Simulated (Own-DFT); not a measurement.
# Misfit strain and the stress it brings: wurtzite AlGaN with randomly placed atoms, 72 atoms (Al27Ga9N36)

The numbers are computed, not measured, by runs of the plane-wave DFT program Own-DFT (in-house, retired, unreviewed) at fixed positions, with no spin and no spin-orbit coupling.

Common settings: PBE; PseudoDojo norm-conserving scalar-relativistic files; cutoff 42 hartree; 4 x 4 x 3 k mesh centred on Gamma; Fermi-Dirac smearing of 0.1 eV.

Limits: forces on such cells passed a denser k mesh, each cell not checked; stress not checked against mesh or cutoff.

Unstrained cell vectors in Å: (9.394, 0.000, 0.000); (-4.697, 8.135, 0.000); (0.000, 0.000, 10.066). The unstrained cell has measured lattice constants (interpolated for alloys), not those of this functional. That, the random moves and any unrelaxed bonds set the pressure at no strain. Each run strains x and y alike by e, as a substrate would, and holds the height along z. Each atom got a random Gaussian move of width 0.05 Å along each axis. The random placing of the alloy's atoms differs from row to row. Stress is positive in tension.

| e (%) | u (Å) | (s_xx + s_yy)/2 (GPa) | s_zz (GPa) |
|---|---|---|---|
| -3.00 | 0.047 | -27.04 | -10.35 |
| -2.50 | 0.052 | -22.93 | -12.54 |
| -1.00 | 0.046 | -11.10 | -9.25 |
| -0.50 | 0.051 | -9.32 | -6.72 |
| -0.25 | 0.049 | -8.70 | -6.66 |
| 0.75 | 0.054 | -3.11 | -4.11 |
| 1.00 | 0.045 | -0.27 | -5.54 |
| 2.00 | 0.046 | 4.62 | -4.03 |
| 2.75 | 0.047 | ? | ? |
| 3.00 | 0.050 | 8.33 | -3.25 |

## What the rows give

With e as a fraction, the in-plane stress is -6.3 + 586 e - 3207 e² GPa (errors 15 and 808, scatter 0.85), and s_zz is -6.9 + 150 e GPa (slope ± 22, scatter 1.21). At e = 0 the first slope is C11 + C12 and the second 2 C13, both with the ions held to the strained lattice and at the cell's own pressure. The term in e² is negative: the layer stiffens under compression and softens under tension. A free layer would change its height as e changes, and the in-plane slope would drop by 2 C13²/C33 to the biaxial modulus. At fixed height, a misfit of 1 % moves the in-plane stress by about 5.9 GPa and s_zz by 1.5 GPa.

## The run left out

Asked: what are the two stresses at e = 2.75 %?

Estimate: 7.4 and -2.7 GPa. DFT gave 7.49 and -1.65 GPa.
